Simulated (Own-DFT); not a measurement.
# What a defect does to the pressure of its cell: wurtzite GaN

Calculated, not measured: single-point runs of Own-DFT, a retired in-house plane-wave DFT program that no person has reviewed, on unrelaxed cells, without spin or spin-orbit coupling.

Common settings: PBE; PseudoDojo norm-conserving scalar-relativistic files; cutoff 42 hartree; 4 x 4 x 3 k mesh centred on Gamma; Fermi-Dirac smearing of 0.1 eV.

Limits (not all hold for every row): not probed for a lower state with spin; forces not confirmed at this smearing and k mesh; stress not checked against mesh or cutoff.

All runs share one cell, with vectors in Å (9.567, 0.000, 0.000); (-4.784, 8.285, 0.000); (0.000, 0.000, 10.370) and a volume of 822.0 Å³. The atoms are randomly displaced, by u rms on each axis. The defect's site can differ from row to row.

```
               cell  formula   u (Å)  P (GPa)
          no defect  Ga36N36  0.0198     5.90
          no defect  Ga36N36  0.0480     7.45
          no defect  Ga36N36  0.0495     7.74
one Ga on an N site  Ga37N35  0.0305    11.88
one Ga on an N site  Ga37N35  0.0489    13.44
one Ga on an N site  Ga37N35  0.0510    13.33
 one N on a Ga site  Ga35N37  0.0293     5.52
 one N on a Ga site  Ga35N37  0.0315        ?
 one N on a Ga site  Ga35N37  0.0498     6.83
 one N on a Ga site  Ga35N37  0.0500     6.37
```

## Analysis

P = P0 + c u² + a shift for each defect gives P0 = 5.62 GPa, c = 823 ± 90 GPa/Å² and a scatter of 0.22 GPa. The shifts, and each times the cell's volume:

- one Ga on an N site: 5.64 ± 0.18 GPa, 28.9 eV
- one N on a Ga site: -0.98 ± 0.18 GPa, -5.0 eV

Positive is outwards. The product with the volume (160.2 GPa Å³ to the eV) is nearly free of the cell's size; divided by the bulk modulus at the cell's pressure it gives the volume that the defect adds. The atoms around the defects weren't relaxed, which would change these numbers.

## Test on the hidden row

Q: what pressure belongs in the blank (one N on a Ga site, u = 0.0315 Å)?

From the fit: 5.46 ± 0.27 GPa. The calculation gave 5.58 GPa.
